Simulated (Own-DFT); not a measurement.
Simulation results for Si23GeO48 (quartz with substituted atoms, atoms displaced)

A calculation, not a measurement: plane-wave PBE and HSE06 DFT by an unreviewed code, no spin, of a simulated cell at Gamma alone, so results move with cell size and shape, stress positive in tension, energies less offsets, not probed for a lower state with spin; oxygen file: force components 24 meV/angstrom off all-electron in a glass; k mesh not checked against a denser one; forces and stress are PBE's, HSE06 gives the energy alone, and its difference from PBE has offsets of its own; offsets are fitted by least squares, one for each functional and potential file, so energies compare only between cells with the same atoms and settings and are not formation energies; the far tail of each file's local potential was reset to the Coulomb form; each entry is a single point on an unrelaxed cell, so the pressure reflects the starting lattice, mostly measured values (interpolated for alloys), from which strain is counted, and rises with the displacements; printed positions are rounded, which can move forces by about a meV/angstrom; the program, named Own-DFT, is a retired in-house code; no spin-orbit coupling. Program: Own-DFT development build.

Settings shared by all entries: first functional PBE; second functional HSE06; exact exchange share 0.25; screening 0.11 1/bohr; exchange divergence Gygi-Baldereschi; potential files PseudoDojo norm-conserving, scalar-relativistic, made for PBE, standard set; wave cutoff 48 hartree; occupations fixed; k mesh 1 x 1 x 1 centred on Gamma.

```yaml
- entry: 1
  formula: Si23GeO48
  kind: "quartz with substituted atoms, atoms displaced"
  structure:
    cell_angstrom: [[9.8268, 0.0, 0.0], [-4.9134, 8.5103, 0.0], [0.0, 0.0, 10.8104]]
    atoms_fractional:
      - [Si, 0.2333, 0.00208, 0.00399]
      - [Si, 0.00269, 0.22925, 0.33501]
      - [Si, 0.25113, 0.25312, 0.1629]
      - [O, 0.20974, 0.14044, 0.05519]
      - [O, 0.43643, 0.29555, 0.23189]
      - [O, 0.36155, 0.06591, 0.38617]
      - [O, 0.07478, 0.36429, 0.43644]
      - [O, 0.12548, 0.20365, 0.27309]
      - [O, 0.30097, 0.437, 0.11004]
      - [Si, 0.23532, 0.00186, 0.506]
      - [Si, 0.99391, 0.2304, 0.83003]
      - [Si, 0.26289, 0.26486, 0.66765]
      - [O, 0.20135, 0.13138, 0.57041]
      - [O, 0.42253, 0.29861, 0.72596]
      - [O, 0.361, 0.08137, 0.89555]
      - [O, 0.0723, 0.35944, 0.94178]
      - [O, 0.1331, 0.2116, 0.77392]
      - [O, 0.28874, 0.42217, 0.60239]
      - [Si, 0.24037, 0.49754, 0.99861]
      - [Si, 5.0e-05, 0.72658, 0.3335]
      - [Si, 0.25346, 0.75452, 0.16286]
      - [O, 0.21454, 0.63631, 0.05889]
      - [O, 0.42531, 0.79334, 0.22027]
      - [O, 0.36815, 0.57875, 0.38256]
      - [O, 0.06973, 0.852, 0.44466]
      - [O, 0.13513, 0.70394, 0.2691]
      - [O, 0.29134, 0.93723, 0.10506]
      - [Ge, 0.22715, 0.50001, 0.50066]
      - [Si, 0.00404, 0.73567, 0.84082]
      - [Si, 0.26263, 0.76611, 0.66827]
      - [O, 0.20175, 0.63717, 0.55616]
      - [O, 0.41774, 0.79493, 0.72656]
      - [O, 0.36909, 0.57352, 0.89076]
      - [O, 0.07103, 0.86112, 0.93599]
      - [O, 0.13403, 0.70358, 0.77454]
      - [O, 0.29403, 0.93228, 0.61099]
      - [Si, 0.73016, 0.99464, 0.00627]
      - [Si, 0.49701, 0.22983, 0.33889]
      - [Si, 0.76838, 0.25848, 0.16969]
      - [O, 0.70794, 0.13742, 0.04957]
      - [O, 0.92447, 0.30322, 0.23106]
      - [O, 0.86089, 0.07333, 0.39108]
      - [O, 0.57598, 0.36664, 0.43152]
      - [O, 0.64332, 0.21031, 0.27486]
      - [O, 0.79572, 0.42524, 0.10913]
      - [Si, 0.72022, 0.99374, 0.49744]
      - [Si, 0.48524, 0.23566, 0.83407]
      - [Si, 0.77057, 0.2779, 0.66741]
      - [O, 0.71417, 0.12983, 0.5544]
      - [O, 0.92666, 0.29634, 0.73592]
      - [O, 0.8646, 0.07007, 0.891]
      - [O, 0.56672, 0.36518, 0.9451]
      - [O, 0.63621, 0.21077, 0.76404]
      - [O, 0.79237, 0.42747, 0.60344]
      - [Si, 0.73684, 0.50865, 0.0002]
      - [Si, 0.50278, 0.73145, 0.34027]
      - [Si, 0.77661, 0.77686, 0.16935]
      - [O, 0.69578, 0.63222, 0.05339]
      - [O, 0.92289, 0.79259, 0.2315]
      - [O, 0.86525, 0.57972, 0.39406]
      - [O, 0.57961, 0.86916, 0.4394]
      - [O, 0.62188, 0.70191, 0.27624]
      - [O, 0.79851, 0.92655, 0.10458]
      - [Si, 0.74132, 0.49793, 0.48672]
      - [Si, 0.50455, 0.73902, 0.83097]
      - [Si, 0.76257, 0.75646, 0.67096]
      - [O, 0.71122, 0.63541, 0.55548]
      - [O, 0.92422, 0.78775, 0.7224]
      - [O, 0.86214, 0.5724, 0.88968]
      - [O, 0.56698, 0.85936, 0.93769]
      - [O, 0.62402, 0.70914, 0.76761]
      - [O, 0.7985, 0.92656, 0.60351]
  results:
    "PBE_energy_of_cell_above_offsets [eV]": "-14.511"
    "HSE06_less_PBE_above_offsets [eV]": "-0.266"
    "PBE_pressure [GPa]": 12.33
    "PBE_stress_xx [GPa]": -12.16
    "PBE_stress_yy [GPa]": -12.81
    "PBE_stress_zz [GPa]": -12.03
    "PBE_stress_yz [GPa]": -1.34
    "PBE_stress_xz [GPa]": 1.48
    "PBE_stress_xy [GPa]": -0.72
    force_element: [Si, Si, Si, O, O, O, O, O, O, Si, Si, Si, O, O, O, O, O, O, Si, Si, Si, O, O, O, O, O, O, Ge, Si, Si, O, O, O, O, O, O, Si, Si, Si, O, O, O, O, O, O, Si, Si, Si, O, O, O, O, O, O, Si, Si, Si, O, O, O, O, O, O, Si, Si, Si, O, O, O, O, O, O]
    "force_x [eV/angstrom]": [-1.437, -6.273, 3.199, -1.138, -4.456, -1.293, -3.699, 4.134, 1.072, -1.086, 1.733, -1.869, 0.595, 1.278, -0.378, 0.5, 0.667, 2.946, -1.543, 0.718, 4.181, -0.501, 0.218, -1.8, 0.854, -2.877, 2.391, 3.751, -1.148, -1.365, -3.337, 3.392, 0.18, 0.528, -1.128, 0.748, -0.623, 2.438, -3.336, -0.068, 5.288, 0.296, 0.222, -2.545, -0.97, 8.76, 4.889, 2.193, -3.238, -2.666, -0.795, 0.361, -4.281, -0.206, 0.8, -3.643, -4.602, -0.308, 3.229, 3.198, -4.771, 6.555, 0.072, -5.313, -4.749, -1.008, 0.39, 2.622, 0.395, 0.865, 3.409, -0.619]
    "force_y [eV/angstrom]": [-0.344, 0.892, 6.516, -1.913, -0.604, -1.542, -4.12, -1.157, -2.955, -1.026, -0.221, 1.531, -2.497, 0.603, -2.258, 0.842, -0.579, -1.067, -0.047, 3.26, 5.364, -2.333, -0.014, -4.431, 1.909, -1.295, -3.67, 2.358, -3.542, -0.114, 4.105, 0.261, -0.044, 5.137, -0.365, -0.324, 0.875, -0.942, 1.267, 0.047, -0.206, -0.77, 1.816, -1.328, 1.082, 2.862, 2.593, -4.086, 5.567, 1.696, -1.796, 0.236, -0.736, 2.234, -4.211, 4.358, -5.928, 3.247, 0.379, -0.152, -5.246, 0.716, 1.763, -1.227, -1.572, 2.254, -1.723, -0.029, -0.216, 2.95, -1.197, -0.894]
    "force_z [eV/angstrom]": [-3.439, 0.566, 3.434, -2.08, -2.794, 2.352, -2.086, -2.187, 1.609, -2.416, 3.283, 0.863, -2.956, 0.075, -0.004, 0.708, 0.025, 3.288, -0.948, -0.731, 0.179, -3.057, 1.239, 2.186, 0.697, 2.465, 3.482, -2.108, -6.396, -1.375, 2.095, 1.361, -0.538, 4.932, 0.972, 0.837, -4.27, -3.824, -3.3, 1.412, 2.097, -0.375, 2.731, 2.158, -1.226, 2.979, -0.483, -1.278, 3.597, -3.439, 1.357, -0.601, 2.98, -1.718, 1.037, -3.598, -0.171, 2.561, 1.026, -3.977, -2.514, -3.741, 0.357, 6.85, -0.19, -3.66, -0.688, 2.474, -0.027, 2.92, -1.108, 0.107]
- entry: 2
  formula: Si23GeO48
  kind: "quartz with substituted atoms, atoms displaced"
  structure:
    cell_angstrom: [[9.8268, 0.0, 0.0], [-4.9134, 8.5103, 0.0], [0.0, 0.0, 10.8104]]
    atoms_fractional:
      - [Si, 0.2326, 0.99986, 0.00062]
      - [Si, 0.00177, 0.23583, 0.32138]
      - [Si, 0.2689, 0.26946, 0.16463]
      - [O, 0.20304, 0.13282, 0.05946]
      - [O, 0.42424, 0.28699, 0.22724]
      - [O, 0.36876, 0.07556, 0.39012]
      - [O, 0.08205, 0.37183, 0.43916]
      - [O, 0.14097, 0.22093, 0.2747]
      - [O, 0.28886, 0.41714, 0.10295]
      - [Si, 0.24379, 0.9996, 0.49428]
      - [Si, 0.99846, 0.22465, 0.83854]
      - [Si, 0.26742, 0.26194, 0.66557]
      - [O, 0.2132, 0.13102, 0.56355]
      - [O, 0.42618, 0.29673, 0.72289]
      - [O, 0.37035, 0.06843, 0.89225]
      - [O, 0.07565, 0.36483, 0.93999]
      - [O, 0.1409, 0.21878, 0.76631]
      - [O, 0.29885, 0.42808, 0.60614]
      - [Si, 0.23237, 0.50017, 0.99697]
      - [Si, 0.99841, 0.73758, 0.32761]
      - [Si, 0.28084, 0.77074, 0.16252]
      - [O, 0.20562, 0.63445, 0.06596]
      - [O, 0.42657, 0.80063, 0.2261]
      - [O, 0.35981, 0.56875, 0.39146]
      - [O, 0.07772, 0.8691, 0.43471]
      - [O, 0.13215, 0.70398, 0.27604]
      - [O, 0.2932, 0.92745, 0.09846]
      - [Si, 0.24277, 0.49981, 0.50597]
      - [Si, 0.00634, 0.73192, 0.82391]
      - [Si, 0.26068, 0.75808, 0.66714]
      - [O, 0.1988, 0.63549, 0.55606]
      - [O, 0.42401, 0.78659, 0.72552]
      - [O, 0.36543, 0.56429, 0.8911]
      - [O, 0.08018, 0.87154, 0.94523]
      - [O, 0.14057, 0.71123, 0.77029]
      - [O, 0.28692, 0.92643, 0.60063]
      - [Si, 0.73038, 0.99146, 0.99457]
      - [Si, 0.49692, 0.23528, 0.3307]
      - [Si, 0.77483, 0.26215, 0.17534]
      - [O, 0.70319, 0.12803, 0.05994]
      - [O, 0.93261, 0.29407, 0.22891]
      - [O, 0.86416, 0.06878, 0.38999]
      - [O, 0.57292, 0.36516, 0.44409]
      - [O, 0.63121, 0.20204, 0.27571]
      - [O, 0.79454, 0.43478, 0.10803]
      - [Si, 0.73232, 0.99296, 0.49916]
      - [Si, 0.50817, 0.23455, 0.83963]
      - [Si, 0.75508, 0.2626, 0.66344]
      - [O, 0.70578, 0.13579, 0.55942]
      - [O, 0.92621, 0.29658, 0.72248]
      - [O, 0.86348, 0.06787, 0.89589]
      - [O, 0.56987, 0.37255, 0.9352]
      - [O, 0.63785, 0.20436, 0.77524]
      - [O, 0.78749, 0.41776, 0.59908]
      - [Si, 0.73528, 0.49108, 0.00103]
      - [Si, 0.49276, 0.73148, 0.32868]
      - [Si, 0.77193, 0.76823, 0.16788]
      - [O, 0.70684, 0.63363, 0.06166]
      - [O, 0.928, 0.79685, 0.22577]
      - [O, 0.86304, 0.56246, 0.39364]
      - [O, 0.57015, 0.86834, 0.43862]
      - [O, 0.63399, 0.71218, 0.2717]
      - [O, 0.7998, 0.93241, 0.10445]
      - [Si, 0.73364, 0.49959, 0.50119]
      - [Si, 0.49663, 0.7352, 0.83597]
      - [Ge, 0.76903, 0.76928, 0.66402]
      - [O, 0.69907, 0.62205, 0.56061]
      - [O, 0.94113, 0.81178, 0.71897]
      - [O, 0.8697, 0.57925, 0.89318]
      - [O, 0.56909, 0.86675, 0.94489]
      - [O, 0.64184, 0.70624, 0.77497]
      - [O, 0.79204, 0.92036, 0.60984]
  results:
    "PBE_energy_of_cell_above_offsets [eV]": "-16.046"
    "HSE06_less_PBE_above_offsets [eV]": "-0.254"
    "PBE_pressure [GPa]": 11.0
    "PBE_stress_xx [GPa]": -13.25
    "PBE_stress_yy [GPa]": -8.56
    "PBE_stress_zz [GPa]": -11.18
    "PBE_stress_yz [GPa]": 2.1
    "PBE_stress_xz [GPa]": -3.16
    "PBE_stress_xy [GPa]": -0.89
    force_element: [Si, Si, Si, O, O, O, O, O, O, Si, Si, Si, O, O, O, O, O, O, Si, Si, Si, O, O, O, O, O, O, Si, Si, Si, O, O, O, O, O, O, Si, Si, Si, O, O, O, O, O, O, Si, Si, Si, O, O, O, O, O, O, Si, Si, Si, O, O, O, O, O, O, Si, Si, Ge, O, O, O, O, O, O]
    "force_x [eV/angstrom]": [1.323, 2.28, 0.535, -0.143, -1.062, 0.843, -0.851, 2.727, -1.488, -3.978, -0.954, 0.296, -0.197, 4.273, -0.166, -1.234, -2.751, 1.399, 1.006, 2.09, -8.707, 1.02, 4.896, 1.48, -0.665, 1.819, 2.467, -4.013, -4.162, 1.628, 1.424, -0.004, 0.022, -2.53, -0.571, 3.353, 0.37, 2.559, -5.598, 0.379, -2.21, 0.453, -1.246, 1.224, 3.529, -0.111, -2.965, 4.001, 0.849, 0.84, 1.18, 0.502, -1.35, 0.314, -2.806, 1.413, -2.918, 0.541, 0.727, 0.709, -0.71, -0.115, 0.399, 0.676, 2.942, 3.374, -1.334, 5.667, 0.201, -1.997, -5.662, -5.232]
    "force_y [eV/angstrom]": [2.796, -1.229, -3.252, 0.445, 1.248, -0.455, -1.947, -1.086, 4.167, 0.603, 2.98, 1.185, -1.058, -0.295, 0.439, -0.971, -1.6, -0.316, 0.254, -2.489, 0.27, -2.455, 1.104, 1.706, 0.066, 0.799, -1.324, 0.246, 2.898, 3.298, -1.317, 0.517, 1.141, -4.547, -1.639, -3.058, 2.372, 1.134, -0.258, 1.257, 2.622, 0.982, -1.626, 0.436, -3.84, 2.586, -1.078, 0.474, -3.121, -1.103, -0.146, 0.892, -0.564, 1.302, 4.159, 0.32, -0.401, -0.837, 1.004, 2.577, -1.534, -0.21, -0.798, -1.097, -1.465, -8.104, 0.145, -0.243, -0.589, -2.504, -1.457, 11.59]
    "force_z [eV/angstrom]": [-1.01, 9.966, 0.981, 0.29, -1.995, -1.14, -1.354, -1.292, -1.857, 0.072, -4.143, -1.76, -1.817, 2.981, 0.277, -0.028, 3.14, 1.649, 1.573, 2.988, 0.331, -2.513, 1.897, -1.562, -0.013, -2.066, 2.861, -1.73, 2.84, -4.399, -0.349, -0.186, -0.105, -3.884, 2.47, 3.849, 3.942, 2.736, -3.573, 0.985, -3.897, -0.719, -1.684, -0.705, 3.739, 0.591, -3.574, 0.743, -1.962, 1.854, -1.598, 1.502, 1.694, 1.192, -2.045, 2.253, -2.034, -0.529, -0.362, -1.736, -0.715, 0.085, 0.545, -1.807, -1.011, 1.617, -0.884, 2.866, -0.396, -1.498, 5.571, -6.148]
- entry: 3
  formula: Si23GeO48
  kind: "quartz with substituted atoms, atoms displaced"
  structure:
    cell_angstrom: [[9.8268, 0.0, 0.0], [-4.9134, 8.5103, 0.0], [0.0, 0.0, 10.8104]]
    atoms_fractional:
      - [Si, 0.23675, 0.00989, 0.0089]
      - [Si, 0.99422, 0.24032, 0.31855]
      - [Si, 0.26057, 0.26267, 0.16839]
      - [O, 0.20122, 0.12829, 0.06704]
      - [O, 0.42334, 0.28651, 0.2275]
      - [O, 0.35805, 0.06967, 0.39119]
      - [O, 0.06637, 0.36068, 0.44286]
      - [O, 0.13673, 0.21076, 0.28296]
      - [O, 0.29266, 0.43472, 0.10246]
      - [Si, 0.22838, 0.99242, 0.50034]
      - [Si, 0.99412, 0.22892, 0.83849]
      - [Si, 0.27042, 0.27065, 0.66984]
      - [O, 0.19669, 0.13467, 0.55516]
      - [O, 0.42851, 0.29509, 0.72427]
      - [O, 0.37349, 0.07289, 0.88981]
      - [O, 0.06434, 0.37275, 0.94047]
      - [O, 0.13452, 0.22098, 0.78082]
      - [O, 0.29296, 0.43998, 0.60334]
      - [Si, 0.23544, 0.49256, 0.99698]
      - [Si, 0.99705, 0.73046, 0.34054]
      - [Si, 0.26415, 0.7629, 0.16196]
      - [O, 0.2062, 0.62669, 0.06212]
      - [O, 0.42302, 0.79508, 0.22819]
      - [O, 0.36269, 0.56776, 0.38864]
      - [O, 0.0813, 0.87338, 0.44297]
      - [O, 0.13885, 0.71836, 0.26783]
      - [O, 0.28269, 0.92283, 0.10964]
      - [Si, 0.22115, 0.49353, 0.49991]
      - [Si, 0.99041, 0.72317, 0.83135]
      - [Si, 0.26845, 0.75664, 0.66388]
      - [O, 0.21167, 0.64111, 0.5609]
      - [O, 0.4297, 0.78799, 0.72807]
      - [O, 0.37335, 0.57321, 0.89454]
      - [O, 0.07833, 0.87106, 0.9356]
      - [O, 0.13217, 0.70012, 0.77188]
      - [O, 0.27897, 0.92664, 0.6059]
      - [Si, 0.73085, 0.9947, 0.00401]
      - [Si, 0.50212, 0.23688, 0.33686]
      - [Ge, 0.77169, 0.27231, 0.17028]
      - [O, 0.70292, 0.14081, 0.06348]
      - [O, 0.92302, 0.28927, 0.2253]
      - [O, 0.87345, 0.0774, 0.38828]
      - [O, 0.57938, 0.36283, 0.44932]
      - [O, 0.63317, 0.20676, 0.27563]
      - [O, 0.80632, 0.43297, 0.10631]
      - [Si, 0.73241, 0.99062, 0.49622]
      - [Si, 0.48987, 0.23442, 0.82878]
      - [Si, 0.76459, 0.27092, 0.66936]
      - [O, 0.69992, 0.12918, 0.56529]
      - [O, 0.92717, 0.29176, 0.72721]
      - [O, 0.85992, 0.06825, 0.88394]
      - [O, 0.56752, 0.36478, 0.94384]
      - [O, 0.6345, 0.20488, 0.77622]
      - [O, 0.78244, 0.42922, 0.60958]
      - [Si, 0.7289, 0.49897, 0.99914]
      - [Si, 0.50535, 0.74207, 0.3314]
      - [Si, 0.75818, 0.7753, 0.16448]
      - [O, 0.71406, 0.64203, 0.0568]
      - [O, 0.93069, 0.79755, 0.22778]
      - [O, 0.87498, 0.57797, 0.39668]
      - [O, 0.57054, 0.86035, 0.44009]
      - [O, 0.63389, 0.71005, 0.27788]
      - [O, 0.8055, 0.92992, 0.10401]
      - [Si, 0.73095, 0.50196, 0.49626]
      - [Si, 0.50783, 0.73256, 0.8353]
      - [Si, 0.76093, 0.7645, 0.6634]
      - [O, 0.7021, 0.62571, 0.55419]
      - [O, 0.92632, 0.79061, 0.72345]
      - [O, 0.86016, 0.56936, 0.89489]
      - [O, 0.57145, 0.87156, 0.9385]
      - [O, 0.63257, 0.69908, 0.76913]
      - [O, 0.79037, 0.93524, 0.6098]
  results:
    "PBE_energy_of_cell_above_offsets [eV]": "-14.799"
    "HSE06_less_PBE_above_offsets [eV]": "-0.126"
    "PBE_pressure [GPa]": 10.5
    "PBE_stress_xx [GPa]": -10.9
    "PBE_stress_yy [GPa]": -9.99
    "PBE_stress_zz [GPa]": -10.61
    "PBE_stress_yz [GPa]": 0.81
    "PBE_stress_xz [GPa]": -4.15
    "PBE_stress_xy [GPa]": -0.54
    force_element: [Si, Si, Si, O, O, O, O, O, O, Si, Si, Si, O, O, O, O, O, O, Si, Si, Si, O, O, O, O, O, O, Si, Si, Si, O, O, O, O, O, O, Si, Si, Ge, O, O, O, O, O, O, Si, Si, Si, O, O, O, O, O, O, Si, Si, Si, O, O, O, O, O, O, Si, Si, Si, O, O, O, O, O, O]
    "force_x [eV/angstrom]": [2.767, 6.432, 0.111, -2.785, -0.423, 1.164, -1.88, 0.323, 3.982, 1.0, -1.765, -4.526, 0.716, -0.654, -2.26, 0.347, 4.073, 2.861, -3.718, 1.872, -0.282, 0.056, 1.438, -0.441, -4.826, -1.808, 0.833, 1.514, 2.623, -2.528, -0.085, 0.06, 0.097, -0.187, -0.333, 4.102, -1.015, -0.966, -6.37, 1.865, 4.867, -1.59, -2.56, -2.251, -3.064, -1.248, 5.397, 1.056, 0.868, -0.517, -1.403, -0.902, -2.109, 0.964, 1.263, -3.992, 5.98, -1.165, -1.964, -1.49, -0.283, 1.902, -1.775, 4.414, -2.045, 2.057, -2.99, -1.325, 0.205, 0.163, 0.039, 2.116]
    "force_y [eV/angstrom]": [-5.125, -2.469, 2.571, 2.7, 0.892, 1.379, -1.267, 0.379, -4.532, 7.177, 3.433, -0.613, 1.137, 1.56, -1.565, -0.955, -0.122, -3.044, 2.93, 5.861, 0.021, -0.174, 0.735, 0.98, -6.242, -1.391, 1.137, 2.988, 3.485, 5.432, -4.048, 0.308, -0.795, -0.347, -0.201, -3.041, 3.991, -2.02, -0.71, -6.743, 3.767, -1.636, -2.872, -1.261, 5.948, 5.44, 0.035, -1.407, -0.736, 0.424, -2.879, -0.704, 0.442, 0.253, -0.241, -4.29, -5.462, 0.286, -0.523, -4.301, 1.301, -0.043, 4.429, -0.407, 0.399, 0.482, 4.652, -0.114, -0.748, -0.85, -0.417, -2.658]
    "force_z [eV/angstrom]": [-5.489, 9.658, 1.48, 0.645, -0.649, -0.545, -1.884, -1.733, 4.717, 0.644, -1.192, -3.204, 1.684, -1.58, 2.51, 0.126, -1.666, 3.593, -2.798, -4.209, 0.218, -0.994, -0.248, 0.138, -3.601, 2.409, -0.175, -2.5, 0.241, 4.385, -4.767, -0.311, 0.044, -0.203, 0.141, 4.319, -1.677, 0.773, -1.412, -5.43, -1.673, 0.677, -2.557, 3.273, -3.174, -0.344, 2.482, -0.895, -1.337, -0.28, 2.966, -0.734, 1.063, 0.416, 1.902, 0.192, 3.264, 0.472, 0.093, 1.785, 1.489, -1.593, -1.742, 1.005, -0.582, -1.301, 2.212, -0.818, -0.653, 0.366, 0.868, 1.699]
```
